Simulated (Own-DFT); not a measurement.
## Calculated data, Si3N4 (beta silicon nitride, atoms displaced)

A calculation, not a measurement: plane-wave PBE density functional theory by an unreviewed code, no spin, of a simulated periodic cell, stress positive in tension, free energy of the whole cell less one offset for each atom, forces on such cells passed a denser k mesh, this cell's mesh not checked; offsets are fitted by least squares, one for each functional and potential file, so energies compare only between cells with the same atoms and settings and are not formation energies; the far tail of each file's local potential was reset to the Coulomb form; each entry is a single point on an unrelaxed cell, so the pressure reflects the starting lattice, mostly measured values (interpolated for alloys), from which strain is counted, and rises with the displacements; printed positions are rounded, which can move forces by about a meV/angstrom; the program, named Own-DFT, is a retired in-house code; no spin-orbit coupling. Program: Own-DFT development build.

Common to all runs: functional PBE; potential files PseudoDojo norm-conserving, scalar-relativistic, standard set; wave cutoff 42 hartree; occupations Fermi-Dirac; smearing width 0.1 eV; k mesh 3 x 3 x 3 centred on Gamma.

(1) Si3N4 (beta silicon nitride, atoms displaced)

```cif
# cell vector a (Å): 7.6060 0.0000 0.0000
# cell vector b (Å): -3.8030 6.5870 0.0000
# cell vector c (Å): 0.0000 0.0000 8.7270
data_Si3N4
_symmetry_space_group_name_H-M 'P 1'
_symmetry_Int_Tables_number 1
_cell_length_a 7.6060
_cell_length_b 7.6060
_cell_length_c 8.7270
_cell_angle_alpha 90.000
_cell_angle_beta 90.000
_cell_angle_gamma 120.000
_cell_volume 437.23
loop_
_atom_site_label
_atom_site_type_symbol
_atom_site_fract_x
_atom_site_fract_y
_atom_site_fract_z
_atom_site_occupancy
Si1 Si 0.17513 0.76701 0.08335 1
Si2 Si 0.23079 0.40417 0.08435 1
Si3 Si 0.59698 0.82913 0.08609 1
Si4 Si 0.82406 0.23088 0.24966 1
Si5 Si 0.77021 0.59892 0.25067 1
Si6 Si 0.40693 0.17072 0.25198 1
N1 N 0.32766 0.03250 0.08714 1
N2 N 0.96816 0.30414 0.08022 1
N3 N 0.69987 0.66766 0.08457 1
N4 N 0.66300 0.96537 0.24614 1
N5 N 0.03480 0.69771 0.24956 1
N6 N 0.29637 0.33045 0.24545 1
N7 N 0.33791 0.67006 0.08675 1
N8 N 0.66874 0.32968 0.24964 1
Si7 Si 0.17495 0.76949 0.41203 1
Si8 Si 0.23134 0.40351 0.41459 1
Si9 Si 0.59674 0.82686 0.41491 1
Si10 Si 0.82424 0.23138 0.58460 1
Si11 Si 0.76845 0.59283 0.58057 1
Si12 Si 0.40280 0.17255 0.58337 1
N9 N 0.33451 0.03226 0.41988 1
N10 N 0.96918 0.30229 0.41873 1
N11 N 0.69926 0.66918 0.41885 1
N12 N 0.66413 0.96719 0.57866 1
N13 N 0.03266 0.69992 0.58416 1
N14 N 0.29287 0.32986 0.58465 1
N15 N 0.33475 0.67008 0.41547 1
N16 N 0.66344 0.33609 0.57650 1
Si13 Si 0.17374 0.76621 0.74785 1
Si14 Si 0.22537 0.40301 0.74965 1
Si15 Si 0.59575 0.82443 0.75020 1
Si16 Si 0.83022 0.23296 0.91730 1
Si17 Si 0.77275 0.59444 0.91735 1
Si18 Si 0.40604 0.17304 0.91553 1
N17 N 0.33231 0.02850 0.74740 1
N18 N 0.96789 0.30196 0.75499 1
N19 N 0.69591 0.66621 0.75193 1
N20 N 0.66546 0.96908 0.91832 1
N21 N 0.02776 0.69611 0.91859 1
N22 N 0.30513 0.33695 0.91576 1
N23 N 0.33607 0.66772 0.74902 1
N24 N 0.66158 0.32965 0.91895 1
```

* free energy of cell above offsets: -7.344 eV
* pressure: 5.54 GPa
* stress xx: -5.51 GPa
* stress yy: -3.8 GPa
* stress zz: -7.3 GPa
* stress yz: -0.72 GPa
* stress xz: -0.81 GPa
* stress xy: -0.74 GPa

Force:
```
element  x (eV/Å)  y (eV/Å)  z (eV/Å)
     Si     0.599     0.418     -0.17
     Si    -0.363     1.159    -1.308
     Si    -0.041    -1.454     -1.73
     Si     0.619    -0.123      0.03
     Si     0.698    -1.328    -0.105
     Si    -0.339      1.17    -0.191
      N    -0.075    -0.901    -1.107
      N     0.853      0.01     1.328
      N    -0.109     0.542    -0.083
      N     0.687     1.808     1.642
      N    -1.481    -0.266    -0.144
      N     1.339    -0.984     1.645
      N    -0.503    -0.816    -0.306
      N    -1.312     1.255     0.117
     Si     0.726    -0.065     1.589
     Si    -0.597     1.091     0.209
     Si    -0.951    -0.595    -0.129
     Si    -0.593    -0.009     -0.19
     Si     0.059     0.481     1.421
     Si    -0.171     0.961     0.373
      N     -0.52    -0.639    -0.888
      N     0.123    -0.339    -0.583
      N     0.084     0.293    -0.927
      N     0.566     0.976      1.35
      N    -0.758    -0.233    -1.021
      N     0.972    -0.813    -0.564
      N     0.426    -0.831    -0.039
      N     0.753    -0.858     0.568
     Si     0.582     0.069     0.731
     Si     0.921     1.201     0.536
     Si    -0.563     0.154    -0.019
     Si    -2.217    -0.794     0.366
     Si    -1.443    -0.961     0.039
     Si    -0.561     0.096     0.386
      N     -0.35     0.016     0.742
      N    -0.139    -0.237    -1.614
      N     0.953     0.015    -0.634
      N     0.528     0.435    -0.448
      N     1.083     0.713    -0.634
      N    -0.094    -0.795    -0.008
      N    -0.717    -0.544     0.085
      N      1.33      0.72    -0.313
```

(2) Si3N4 (beta silicon nitride, atoms displaced)

```cif
# cell vector a (Å): 7.6060 0.0000 0.0000
# cell vector b (Å): -3.8030 6.5870 0.0000
# cell vector c (Å): 0.0000 0.0000 8.7270
data_Si3N4
_symmetry_space_group_name_H-M 'P 1'
_symmetry_Int_Tables_number 1
_cell_length_a 7.6060
_cell_length_b 7.6060
_cell_length_c 8.7270
_cell_angle_alpha 90.000
_cell_angle_beta 90.000
_cell_angle_gamma 120.000
_cell_volume 437.23
loop_
_atom_site_label
_atom_site_type_symbol
_atom_site_fract_x
_atom_site_fract_y
_atom_site_fract_z
_atom_site_occupancy
Si1 Si 0.17636 0.77293 0.08240 1
Si2 Si 0.23154 0.40457 0.08600 1
Si3 Si 0.59479 0.82472 0.08336 1
Si4 Si 0.83116 0.23668 0.25117 1
Si5 Si 0.77499 0.60026 0.24922 1
Si6 Si 0.40639 0.17442 0.25213 1
N1 N 0.33433 0.03261 0.08132 1
N2 N 0.97230 0.30745 0.08666 1
N3 N 0.70229 0.67369 0.08633 1
N4 N 0.66351 0.96633 0.24610 1
N5 N 0.03125 0.69769 0.24578 1
N6 N 0.29956 0.32547 0.24758 1
N7 N 0.33317 0.66592 0.08290 1
N8 N 0.66281 0.32777 0.25174 1
Si7 Si 0.17516 0.77213 0.41556 1
Si8 Si 0.23020 0.40140 0.41626 1
Si9 Si 0.59408 0.83190 0.41774 1
Si10 Si 0.82317 0.22818 0.58369 1
Si11 Si 0.77079 0.59819 0.58340 1
Si12 Si 0.40095 0.17331 0.58530 1
N9 N 0.33213 0.02894 0.41569 1
N10 N 0.96796 0.30153 0.41483 1
N11 N 0.70146 0.66203 0.42123 1
N12 N 0.67057 0.96765 0.58710 1
N13 N 0.03209 0.70765 0.58639 1
N14 N 0.29317 0.33253 0.58373 1
N15 N 0.32867 0.66484 0.41861 1
N16 N 0.67390 0.33710 0.58796 1
Si13 Si 0.17131 0.76665 0.74763 1
Si14 Si 0.23421 0.40542 0.75048 1
Si15 Si 0.59836 0.83132 0.74768 1
Si16 Si 0.82786 0.23071 0.92012 1
Si17 Si 0.77096 0.59933 0.91809 1
Si18 Si 0.40028 0.17198 0.91431 1
N17 N 0.33237 0.02815 0.74807 1
N18 N 0.96702 0.30477 0.75160 1
N19 N 0.69967 0.66707 0.74978 1
N20 N 0.66833 0.97065 0.91647 1
N21 N 0.03491 0.70199 0.91823 1
N22 N 0.29686 0.33405 0.91529 1
N23 N 0.33765 0.66915 0.75197 1
N24 N 0.66173 0.33458 0.91361 1
```

* free energy of cell above offsets: -7.095 eV
* pressure: 5.64 GPa
* stress xx: -4.33 GPa
* stress yy: -4.04 GPa
* stress zz: -8.55 GPa
* stress yz: 0.79 GPa
* stress xz: -1.24 GPa
* stress xy: -0.25 GPa

Force:
```
element  x (eV/Å)  y (eV/Å)  z (eV/Å)
     Si     1.113    -0.359    -0.209
     Si    -0.209     0.941    -0.889
     Si    -0.971    -0.196    -0.632
     Si    -1.582    -1.138    -0.546
     Si    -0.554    -1.848       0.7
     Si     0.683      -0.3    -1.118
      N    -0.447    -0.175     0.562
      N     0.083    -0.496    -0.406
      N     0.417    -0.149    -0.532
      N     0.578     1.377      1.44
      N     0.145      0.53     1.026
      N    -0.621     0.302     1.028
      N     0.085      0.06     0.214
      N     0.608     1.711    -0.084
     Si    -0.097    -1.155     0.296
     Si    -0.667     1.107    -0.569
     Si     0.409    -1.912     -0.53
     Si     0.131     1.067     0.455
     Si      0.86    -1.171     1.186
     Si     1.192      1.15    -0.498
      N    -0.303     0.639     0.634
      N     0.722    -0.208     0.963
      N     -2.05     1.829    -1.819
      N     0.113     1.086     -1.79
      N    -0.155    -0.137     -1.55
      N     1.799    -1.421     -0.27
      N     0.883     0.151     -0.16
      N    -1.798    -0.912    -0.464
     Si     1.454    -0.114     1.139
     Si     -2.01     1.308     0.179
     Si    -0.129     -1.88     1.813
     Si    -1.538       0.8    -0.522
     Si     0.335    -1.086    -0.268
     Si     0.646     1.013     0.259
      N    -0.497     0.154     0.257
      N     1.126    -0.061    -0.255
      N    -0.689     0.951     0.288
      N     0.476    -0.004     0.237
      N    -1.027    -0.165    -0.551
      N     1.069    -1.196     0.772
      N    -0.511    -0.144    -0.311
      N     0.928     0.048     0.526
```

(3) Si3N4 (beta silicon nitride, atoms displaced)

```cif
# cell vector a (Å): 7.6060 0.0000 0.0000
# cell vector b (Å): -3.8030 6.5870 0.0000
# cell vector c (Å): 0.0000 0.0000 8.7270
data_Si3N4
_symmetry_space_group_name_H-M 'P 1'
_symmetry_Int_Tables_number 1
_cell_length_a 7.6060
_cell_length_b 7.6060
_cell_length_c 8.7270
_cell_angle_alpha 90.000
_cell_angle_beta 90.000
_cell_angle_gamma 120.000
_cell_volume 437.23
loop_
_atom_site_label
_atom_site_type_symbol
_atom_site_fract_x
_atom_site_fract_y
_atom_site_fract_z
_atom_site_occupancy
Si1 Si 0.17359 0.77395 0.08435 1
Si2 Si 0.23591 0.41073 0.08157 1
Si3 Si 0.59461 0.82927 0.07873 1
Si4 Si 0.82597 0.23044 0.24793 1
Si5 Si 0.77046 0.59475 0.25084 1
Si6 Si 0.40560 0.17759 0.25194 1
N1 N 0.32788 0.02901 0.08612 1
N2 N 0.96834 0.29929 0.08351 1
N3 N 0.69616 0.67457 0.08093 1
N4 N 0.66610 0.96384 0.24580 1
N5 N 0.03303 0.69872 0.25109 1
N6 N 0.29963 0.32493 0.25263 1
N7 N 0.33351 0.66039 0.08314 1
N8 N 0.66365 0.32944 0.25201 1
Si7 Si 0.17132 0.77185 0.41767 1
Si8 Si 0.23218 0.40726 0.41433 1
Si9 Si 0.59063 0.82403 0.41501 1
Si10 Si 0.83049 0.23150 0.58931 1
Si11 Si 0.77653 0.60059 0.58508 1
Si12 Si 0.40203 0.17410 0.58478 1
N9 N 0.33690 0.03349 0.41847 1
N10 N 0.97055 0.30085 0.42059 1
N11 N 0.70036 0.67158 0.41620 1
N12 N 0.66691 0.96546 0.58097 1
N13 N 0.03647 0.70103 0.58006 1
N14 N 0.30514 0.33313 0.58192 1
N15 N 0.33169 0.66724 0.41821 1
N16 N 0.66961 0.32941 0.58263 1
Si13 Si 0.17490 0.77187 0.75087 1
Si14 Si 0.23653 0.40543 0.74740 1
Si15 Si 0.59514 0.82686 0.75125 1
Si16 Si 0.82907 0.23164 0.91469 1
Si17 Si 0.77273 0.59578 0.91244 1
Si18 Si 0.40015 0.17375 0.91825 1
N17 N 0.33361 0.03351 0.74920 1
N18 N 0.96443 0.29970 0.75148 1
N19 N 0.70319 0.67014 0.75517 1
N20 N 0.66971 0.97272 0.91376 1
N21 N 0.02662 0.69513 0.91653 1
N22 N 0.30115 0.33343 0.92027 1
N23 N 0.32960 0.66230 0.75176 1
N24 N 0.66132 0.33176 0.91453 1
```

* free energy of cell above offsets: -7.036 eV
* pressure: 5.73 GPa
* stress xx: -4.9 GPa
* stress yy: -5.46 GPa
* stress zz: -6.83 GPa
* stress yz: -0.18 GPa
* stress xz: 0.9 GPa
* stress xy: 0.14 GPa

Force:
```
element  x (eV/Å)  y (eV/Å)  z (eV/Å)
     Si     1.201     -1.72    -0.155
     Si    -0.454    -1.401     1.329
     Si    -0.371    -0.742      0.44
     Si    -0.339     -0.48     1.187
     Si    -0.853    -0.249    -0.824
     Si     0.993     -0.89     0.181
      N    -0.101     0.637      -0.5
      N     0.777     0.274    -0.349
      N     2.255    -1.146     0.126
      N     0.024     1.383      0.69
      N    -0.826    -0.061    -0.253
      N    -1.446     1.046    -0.933
      N     -1.51     2.601      -0.1
      N     0.532     1.057    -0.339
     Si     1.984     0.329    -0.857
     Si    -0.262     0.187     0.443
     Si      0.05     0.107    -0.238
     Si    -1.501    -0.897    -2.073
     Si    -0.737    -1.706    -0.492
     Si     2.034     0.735     -0.64
      N     -0.62    -0.726    -0.209
      N     0.128    -0.313    -0.857
      N     0.598      -0.2     0.484
      N     0.355     0.599     0.836
      N    -1.145     -0.05     1.653
      N    -0.664     0.103     0.135
      N    -0.249    -0.147    -0.205
      N     -1.02     1.254     0.251
     Si     0.738    -0.541    -0.187
     Si    -1.146      0.02     0.831
     Si     -0.37    -0.648    -0.883
     Si     -1.86     0.398     1.139
     Si    -1.263    -1.299     2.383
     Si     1.085     0.382     0.088
      N    -0.634    -0.874     0.823
      N     2.742     0.895     0.138
      N    -0.662     0.738    -2.082
      N    -0.034    -0.166     0.165
      N     1.255     1.039      0.04
      N     0.081    -0.626    -1.439
      N     0.306         1    -0.023
      N     0.929     0.098     0.276
```

(4) Si3N4 (beta silicon nitride, atoms displaced)

```cif
# cell vector a (Å): 7.6060 0.0000 0.0000
# cell vector b (Å): -3.8030 6.5870 0.0000
# cell vector c (Å): 0.0000 0.0000 8.7270
data_Si3N4
_symmetry_space_group_name_H-M 'P 1'
_symmetry_Int_Tables_number 1
_cell_length_a 7.6060
_cell_length_b 7.6060
_cell_length_c 8.7270
_cell_angle_alpha 90.000
_cell_angle_beta 90.000
_cell_angle_gamma 120.000
_cell_volume 437.23
loop_
_atom_site_label
_atom_site_type_symbol
_atom_site_fract_x
_atom_site_fract_y
_atom_site_fract_z
_atom_site_occupancy
Si1 Si 0.17170 0.77031 0.08776 1
Si2 Si 0.22658 0.40288 0.08241 1
Si3 Si 0.59750 0.82834 0.08269 1
Si4 Si 0.83379 0.23390 0.24831 1
Si5 Si 0.76995 0.59446 0.25422 1
Si6 Si 0.40009 0.17196 0.24708 1
N1 N 0.32892 0.03001 0.07900 1
N2 N 0.96937 0.29985 0.08317 1
N3 N 0.69504 0.66176 0.08423 1
N4 N 0.66950 0.96813 0.25239 1
N5 N 0.03313 0.69825 0.24732 1
N6 N 0.30225 0.33323 0.24503 1
N7 N 0.33271 0.66511 0.08463 1
N8 N 0.66639 0.33285 0.24978 1
Si7 Si 0.17599 0.77246 0.41715 1
Si8 Si 0.22887 0.40530 0.41647 1
Si9 Si 0.59603 0.82555 0.41597 1
Si10 Si 0.82289 0.22869 0.58013 1
Si11 Si 0.76477 0.59399 0.58168 1
Si12 Si 0.40326 0.17539 0.58397 1
N9 N 0.32870 0.03410 0.41593 1
N10 N 0.96594 0.29998 0.41731 1
N11 N 0.69966 0.66942 0.41707 1
N12 N 0.66476 0.96901 0.58203 1
N13 N 0.03222 0.69970 0.58466 1
N14 N 0.30476 0.33042 0.58006 1
N15 N 0.33147 0.66959 0.41408 1
N16 N 0.66361 0.32546 0.58597 1
Si13 Si 0.17249 0.77182 0.75182 1
Si14 Si 0.23280 0.40814 0.74477 1
Si15 Si 0.59256 0.82714 0.74618 1
Si16 Si 0.82487 0.23129 0.91527 1
Si17 Si 0.76480 0.59674 0.91739 1
Si18 Si 0.40644 0.17709 0.91667 1
N17 N 0.33048 0.02895 0.75158 1
N18 N 0.96941 0.30267 0.74858 1
N19 N 0.69570 0.66296 0.74681 1
N20 N 0.66339 0.96838 0.91734 1
N21 N 0.02847 0.69560 0.91398 1
N22 N 0.29944 0.33130 0.91215 1
N23 N 0.33140 0.66564 0.75021 1
N24 N 0.66709 0.33771 0.91480 1
```

- free energy of cell above offsets: -7.414 eV
- pressure: 5.36 GPa
- stress xx: -4.31 GPa
- stress yy: -4.96 GPa
- stress zz: -6.8 GPa
- stress yz: 0.89 GPa
- stress xz: 0.65 GPa
- stress xy: 0.3 GPa

Force:
```
element  x (eV/Å)  y (eV/Å)  z (eV/Å)
     Si     1.461    -0.569    -2.624
     Si     0.929     1.202    -1.046
     Si    -0.701    -1.371     0.572
     Si    -2.293    -0.687     0.415
     Si     0.095    -0.837    -1.408
     Si     1.149     0.756     0.109
      N    -0.192     0.057      0.95
      N    -0.083    -0.338    -0.608
      N    -0.454     1.169     0.513
      N     0.435      0.83    -0.802
      N    -1.281    -0.158     1.832
      N    -0.534    -0.271     1.205
      N    -0.306     0.521     -0.05
      N      0.32    -0.304     0.077
     Si    -0.106    -0.173      0.18
     Si     0.361       0.6    -0.726
     Si    -1.055    -0.285     0.056
     Si    -0.197     0.363     1.211
     Si     1.629    -1.225     0.615
     Si     1.277    -0.889     0.102
      N    -0.231    -0.503    -0.136
      N     1.266     0.295    -0.314
      N    -0.051     0.189    -0.026
      N     0.475    -0.061    -0.251
      N    -0.997    -0.125    -0.707
      N    -1.474      0.78     0.037
      N     0.964    -0.668     0.266
      N    -0.613      1.55    -0.376
     Si     0.778    -0.806     -0.24
     Si    -0.213    -0.142     0.819
     Si    -0.079    -0.919     0.951
     Si    -0.634     0.481    -0.216
     Si     1.124    -0.563     -0.51
     Si     0.206     0.219    -0.596
      N    -0.202     0.708    -0.434
      N      0.24    -0.484    -0.443
      N    -1.094     1.216     0.506
      N     0.584     0.499    -0.714
      N    -0.564     0.302     1.374
      N    -0.276    -0.108      0.52
      N    -0.003     0.608    -0.289
      N     0.341    -0.857     0.205
```

(5) Si3N4 (beta silicon nitride, atoms displaced)

```cif
# cell vector a (Å): 7.6060 0.0000 0.0000
# cell vector b (Å): -3.8030 6.5870 0.0000
# cell vector c (Å): 0.0000 0.0000 8.7270
data_Si3N4
_symmetry_space_group_name_H-M 'P 1'
_symmetry_Int_Tables_number 1
_cell_length_a 7.6060
_cell_length_b 7.6060
_cell_length_c 8.7270
_cell_angle_alpha 90.000
_cell_angle_beta 90.000
_cell_angle_gamma 120.000
_cell_volume 437.23
loop_
_atom_site_label
_atom_site_type_symbol
_atom_site_fract_x
_atom_site_fract_y
_atom_site_fract_z
_atom_site_occupancy
Si1 Si 0.17999 0.77618 0.08209 1
Si2 Si 0.22910 0.40269 0.08132 1
Si3 Si 0.59986 0.82833 0.08442 1
Si4 Si 0.82863 0.23055 0.24989 1
Si5 Si 0.77291 0.60083 0.24877 1
Si6 Si 0.40469 0.17361 0.25143 1
N1 N 0.32984 0.03587 0.08275 1
N2 N 0.96894 0.30554 0.08171 1
N3 N 0.69675 0.66700 0.08858 1
N4 N 0.66301 0.96496 0.25073 1
N5 N 0.03389 0.70401 0.24950 1
N6 N 0.29769 0.32859 0.25172 1
N7 N 0.33169 0.66996 0.08258 1
N8 N 0.67240 0.33584 0.25186 1
Si7 Si 0.16940 0.76718 0.41265 1
Si8 Si 0.23311 0.40455 0.41722 1
Si9 Si 0.59513 0.82687 0.41518 1
Si10 Si 0.82011 0.22754 0.58275 1
Si11 Si 0.77477 0.59819 0.58431 1
Si12 Si 0.40911 0.17686 0.58194 1
N9 N 0.33316 0.02883 0.41896 1
N10 N 0.96806 0.30117 0.41485 1
N11 N 0.70220 0.66722 0.42040 1
N12 N 0.66554 0.95989 0.58110 1
N13 N 0.03397 0.69833 0.57971 1
N14 N 0.30032 0.33372 0.58363 1
N15 N 0.33263 0.66804 0.41659 1
N16 N 0.66174 0.32730 0.58710 1
Si13 Si 0.17767 0.77163 0.74968 1
Si14 Si 0.23053 0.40647 0.74645 1
Si15 Si 0.59197 0.82632 0.75224 1
Si16 Si 0.82784 0.22930 0.91702 1
Si17 Si 0.76376 0.58954 0.91226 1
Si18 Si 0.40358 0.17374 0.91886 1
N17 N 0.33361 0.02912 0.74477 1
N18 N 0.97152 0.30169 0.74477 1
N19 N 0.70257 0.66823 0.74732 1
N20 N 0.66505 0.96610 0.91737 1
N21 N 0.02933 0.69620 0.92014 1
N22 N 0.29949 0.32922 0.91721 1
N23 N 0.33216 0.66648 0.74786 1
N24 N 0.66316 0.33282 0.91110 1
```

- free energy of cell above offsets: -7.260 eV
- pressure: 5.66 GPa
- stress xx: -5.08 GPa
- stress yy: -4.35 GPa
- stress zz: -7.55 GPa
- stress yz: -0.25 GPa
- stress xz: -0.88 GPa
- stress xy: -0.31 GPa

Force:
```
element  x (eV/Å)  y (eV/Å)  z (eV/Å)
     Si    -0.338    -1.058     0.281
     Si    -0.011     1.436     0.737
     Si    -1.372    -1.423      0.11
     Si    -1.061     0.019    -0.008
     Si     0.547    -1.427      1.26
     Si     0.959     0.834     0.429
      N     0.073    -0.497     0.452
      N     0.464    -0.618     0.208
      N     0.071      0.24    -2.053
      N      0.63     1.625    -0.447
      N    -0.654     0.075    -1.004
      N     0.043    -0.207    -0.746
      N     1.312    -0.479    -0.087
      N    -0.891     -0.27    -0.262
     Si     1.744     0.319     0.914
     Si    -1.047     1.048    -0.091
     Si    -0.249    -1.826     0.416
     Si     0.345    -0.275    -0.556
     Si      0.18    -1.348    -0.458
     Si    -0.929    -0.454     0.089
      N    -0.384     0.257    -0.802
      N     0.585    -0.202     0.688
      N    -0.629      0.65     -1.09
      N     0.209     1.955     1.006
      N    -0.569    -0.071     1.033
      N     0.941    -0.796    -0.252
      N      0.23    -0.523    -0.224
      N     0.859     1.793     -0.25
     Si    -0.512    -0.833    -0.073
     Si     0.251     0.289      0.81
     Si     0.381    -1.026    -1.129
     Si    -1.116     0.665    -1.064
     Si     0.592     0.564     1.458
     Si      0.44     0.168    -1.713
      N    -0.409     0.494      1.56
      N    -0.621    -0.705     1.114
      N    -1.106     0.874     0.734
      N     0.519     1.068     0.054
      N    -0.331     0.409    -1.104
      N    -0.501      0.15    -0.746
      N     0.371    -0.102     0.362
      N     0.985    -0.792     0.445
```
